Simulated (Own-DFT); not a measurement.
# Strain and stress in zincblende GaAs, 64 atoms (As32Ga32)

All numbers below are calculated, not measured. They come from Own-DFT, an in-house plane-wave density functional program, since retired, whose code no person has reviewed. Each row is one single-point run on a periodic cell that was not relaxed, without spin or spin-orbit coupling.

Settings of every run: PBE; PseudoDojo norm-conserving scalar-relativistic files; cutoff 42 hartree; 3 x 3 x 3 k mesh centred on Gamma; Fermi-Dirac smearing of 0.1 eV.

Known limits: forces not confirmed at this smearing and k mesh; stress not checked against mesh or cutoff.

Unstrained cell vectors in Å: (11.307, 0.000, 0.000); (0.000, 11.307, 0.000); (0.000, 0.000, 11.307). The unstrained cell has measured lattice constants (interpolated for alloys), not those of this functional. That, the random moves and any unrelaxed bonds set the pressure at no strain. Each run strains this cell uniformly, with the atoms carried along. Every atom was also moved at random, by a Gaussian of width 0.05 Å on each axis. Strain is the symmetric tensor, in per cent. Stress is positive in tension, and the pressure is minus a third of its trace.

```
run  e_xx (%)  e_yy (%)  e_zz (%)  e_yz (%)  e_xz (%)  e_xy (%)  s_xx (GPa)  s_yy (GPa)  s_zz (GPa)  s_yz (GPa)  s_xz (GPa)  s_xy (GPa)  P (GPa)  E (meV/atom)
  1     -1.98      0.99     -1.22     -0.17      1.67      0.01       -6.68       -4.84       -6.22       -0.06        3.41       -0.07     5.91          37.1
  2      0.90      1.69     -0.67      1.66     -1.44      0.31       -2.53       -2.06       -3.32        2.29       -1.90        0.13     2.64          11.2
  3      0.09      1.89      0.58     -1.30     -1.42     -0.49       -2.69       -1.62       -2.53       -1.96       -2.78       -0.77     2.28          11.4
  4     -1.74      1.23      0.68     -0.71      1.85     -1.65       -5.06       -3.44       -3.75       -0.50        2.76       -3.24     4.09          24.6
  5     -0.43      1.06     -1.33      0.44      1.90      1.33       -5.07       -4.10       -5.57       -0.03        3.93        2.44     4.91          36.7
  6      1.81      0.23      1.97     -0.85      0.60      0.59       -0.89       -1.78       -0.78       -1.45        0.60        1.26     1.15           0.0
  7     -1.12      1.55     -0.73      0.69     -1.25      1.34       -4.96       -3.49       -4.81        0.98       -2.07        2.02     4.42          29.5
  8     -0.74      0.94      0.05      1.95      1.18      0.78       -4.33       -3.51       -3.98        2.36        1.83        0.96     3.94          22.6
  9     -1.23     -1.52     -0.70      0.83      0.57     -1.17       -7.05       -7.20       -6.71        1.81        0.81       -2.09     6.99          48.8
 10     -1.92      1.89     -1.34     -0.38     -1.24     -1.30       -6.07       -3.74       -5.63       -1.03       -2.41       -2.08     5.15          28.3
 11      0.23      0.57      0.80     -1.39      1.20      1.91       -3.26       -3.01       -2.99       -1.86        2.45        3.19     3.09          22.9
 12     -0.14     -1.28     -1.91      1.77     -0.73     -1.19       -6.35       -7.05       -7.28        2.88       -1.47       -1.69     6.89          44.8
 13      1.25     -0.60      1.00      0.14     -0.93     -0.35       -2.21       -3.24       -2.45        0.28       -1.08       -0.07     2.63           1.6
 14      1.54      0.41     -1.88     -0.60      1.47     -1.72       -3.42       -4.06       -5.22       -0.75        2.41       -3.02     4.23          30.7
 15      0.56      1.02     -1.28     -1.92      0.33     -1.45           ?           ?           ?           ?           ?           ?        ?             ?
```

E is the free energy for each atom above the lowest run shown.

## Worked fit

Each stress component was fitted by least squares to a constant and the strains of the runs shown, as fractions, with shears doubled. Shear strains stay in the fit of a normal stress only where such slopes are resolved. The slopes, in GPa:

```
stress  at no strain  per e_xx  per e_yy  per e_zz  scatter
  s_xx          -4.2   115 ± 3    60 ± 4    63 ± 4     0.14
  s_yy          -4.2    58 ± 4   118 ± 4    62 ± 4     0.15
  s_zz          -4.2    60 ± 3    59 ± 4   115 ± 3     0.14
```

Each shear stress against twice its own strain: yz 69 ± 6, xz 86 ± 5, xy 88 ± 4 GPa. These are stiffnesses along x, y and z of the frame in which the cell vectors are given, which need not be the crystal's axes. The atoms are held to the strained lattice; where symmetry lets them move under strain, relaxing them would lower some slopes. The table should be nearly symmetric about its diagonal, and what it lacks of that shows the noise. A ninth of its sum, 79 ± 2 GPa, estimates the bulk modulus near the mean pressure of these runs, 4.2 GPa, so it lies above the value at zero pressure.

## Withheld run

Question: what normal stresses and pressure should run 15 give?

The fit gives s_xx = -3.8, s_yy = -3.5, s_zz = -4.7 and P = 4.0 GPa. The calculation gave -3.83, -3.63, -4.64 and P = 4.03 GPa.
